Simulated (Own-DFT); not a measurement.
# Strain and stress in fcc Cu, 16 atoms (Cu16)

These are calculations, not measurements. The program, named Own-DFT, is a retired in-house plane-wave density functional code that no person has reviewed. Each row is one single-point run on a periodic cell that was not relaxed, without spin or spin-orbit coupling.

Settings of every run: PBE; PseudoDojo norm-conserving scalar-relativistic files; cutoff 50 hartree; 7 x 7 x 5 k mesh centred on Gamma; cold (Marzari-Vanderbilt) smearing of 0.2 eV.

Known limits: forces on such cells failed a check on a denser k mesh; stress not checked against mesh or cutoff.

Unstrained cell vectors in Å: (3.615, 3.615, 0.000); (-3.615, 3.615, 0.000); (0.000, 0.000, 7.230). The unstrained cell has measured lattice constants (interpolated for alloys), not those of this functional. That, the random moves and any unrelaxed bonds set the pressure at no strain. Each run strains this cell uniformly, with the atoms carried along. Every atom was also moved at random, by a Gaussian of width 0.05 Å on each axis. Strain is the symmetric tensor, in per cent. Stress is positive in tension, and the pressure is minus a third of its trace.

| run | e_xx (%) | e_yy (%) | e_zz (%) | e_yz (%) | e_xz (%) | e_xy (%) | s_xx (GPa) | s_yy (GPa) | s_zz (GPa) | s_yz (GPa) | s_xz (GPa) | s_xy (GPa) | P (GPa) | E (meV/atom) |
|---|---|---|---|---|---|---|---|---|---|---|---|---|---|---|
| 1 | -1.67 | -1.69 | 0.39 | -1.86 | -1.31 | -0.01 | -8.49 | -8.99 | -7.24 | -3.75 | -2.43 | -0.15 | 8.24 | 22.7 |
| 2 | -0.89 | -1.52 | -1.04 | 1.58 | 1.41 | 1.14 | -8.83 | -9.21 | -8.96 | 3.20 | 3.11 | 2.08 | 9.00 | 22.0 |
| 3 | 1.12 | 0.74 | 0.06 | -1.69 | -0.03 | -0.15 | 0.50 | -0.45 | -0.16 | -2.45 | 0.11 | -0.25 | 0.03 | 0.0 |
| 4 | -1.33 | 0.52 | -1.75 | 0.11 | 1.00 | -0.96 | -8.10 | -5.71 | -7.27 | 0.36 | 2.11 | -1.60 | 7.03 | 10.4 |
| 5 | -0.71 | 0.84 | 1.24 | -1.23 | -1.52 | -0.52 | -1.55 | -0.49 | -0.34 | -2.04 | -2.78 | -0.77 | 0.79 | 0.9 |
| 6 | -0.74 | 1.20 | -1.60 | -1.96 | 1.04 | 0.25 | -5.11 | -3.95 | -5.36 | -3.60 | 2.31 | 0.21 | 4.81 | 6.7 |
| 7 | -1.92 | 1.94 | 1.33 | 1.92 | -0.54 | -0.83 | -2.75 | -1.01 | -0.99 | 2.54 | -1.12 | -1.65 | 1.58 | 14.8 |
| 8 | -0.58 | 0.62 | 0.27 | 1.14 | -0.41 | -1.74 | -2.88 | -2.16 | -2.02 | 1.71 | -0.88 | -3.20 | 2.35 | 2.3 |
| 9 | 1.36 | -1.03 | 1.17 | -1.64 | 0.20 | -1.94 | -1.22 | -2.81 | -1.20 | -2.55 | -0.07 | -3.20 | 1.74 | 23.2 |
| 10 | -1.90 | -1.68 | -1.20 | -0.40 | -1.33 | 0.68 | -11.86 | -11.38 | -10.91 | -1.01 | -2.70 | 1.97 | 11.38 | 27.8 |
| 11 | 0.58 | 1.26 | -1.88 | 0.19 | -1.27 | 1.66 | -4.05 | -3.26 | -4.41 | 0.35 | -2.51 | 2.56 | 3.91 | 20.5 |
| 12 | 0.62 | 1.50 | -1.54 | -0.39 | -1.03 | -1.77 | -2.57 | -2.11 | -2.97 | -1.13 | -1.74 | -2.92 | 2.55 | 10.9 |
| 13 | -1.41 | -0.08 | -1.07 | -1.36 | 1.23 | 1.02 | -7.31 | -6.43 | -7.48 | -2.61 | 2.38 | 1.70 | 7.07 | 11.3 |
| 14 | -0.99 | -1.05 | -0.60 | -0.20 | 0.44 | 0.23 | -7.67 | -7.77 | -6.65 | -0.62 | 0.89 | 0.38 | 7.37 | 14.0 |
| 15 | -0.83 | 1.06 | -0.49 | 0.00 | 0.47 | 0.50 | ? | ? | ? | ? | ? | ? | ? | ? |

E is the free energy for each atom above the lowest run shown.

## Worked fit

Each stress component was fitted by least squares to a constant and the strains of the runs shown, as fractions, with shears doubled. Shear strains stay in the fit of a normal stress only where such slopes are resolved. The slopes, in GPa:

```
stress  at no strain  per e_xx  per e_yy  per e_zz  scatter
  s_xx          -3.5  189 ± 13  148 ± 11  151 ± 12     0.50
  s_yy          -3.6  120 ± 14  209 ± 12  127 ± 13     0.53
  s_zz          -3.2  137 ± 11  151 ± 10  187 ± 10     0.43
```

Each shear stress against twice its own strain: yz 88 ± 4, xz 99 ± 3, xy 83 ± 4 GPa. These are stiffnesses along x, y and z of the frame in which the cell vectors are given, which need not be the crystal's axes. The atoms are held to the strained lattice; where symmetry lets them move under strain, relaxing them would lower some slopes. The table should be nearly symmetric about its diagonal, and what it lacks of that shows the noise. A ninth of its sum, 158 ± 5 GPa, estimates the bulk modulus near the mean pressure of these runs, 4.8 GPa, so it lies above the value at zero pressure.

## Withheld run

Question: what normal stresses and pressure should run 15 give?

The fit gives s_xx = -4.2, s_yy = -3.0, s_zz = -3.7 and P = 3.6 GPa. The calculation gave -4.73, -3.10, -3.52 and P = 3.78 GPa.
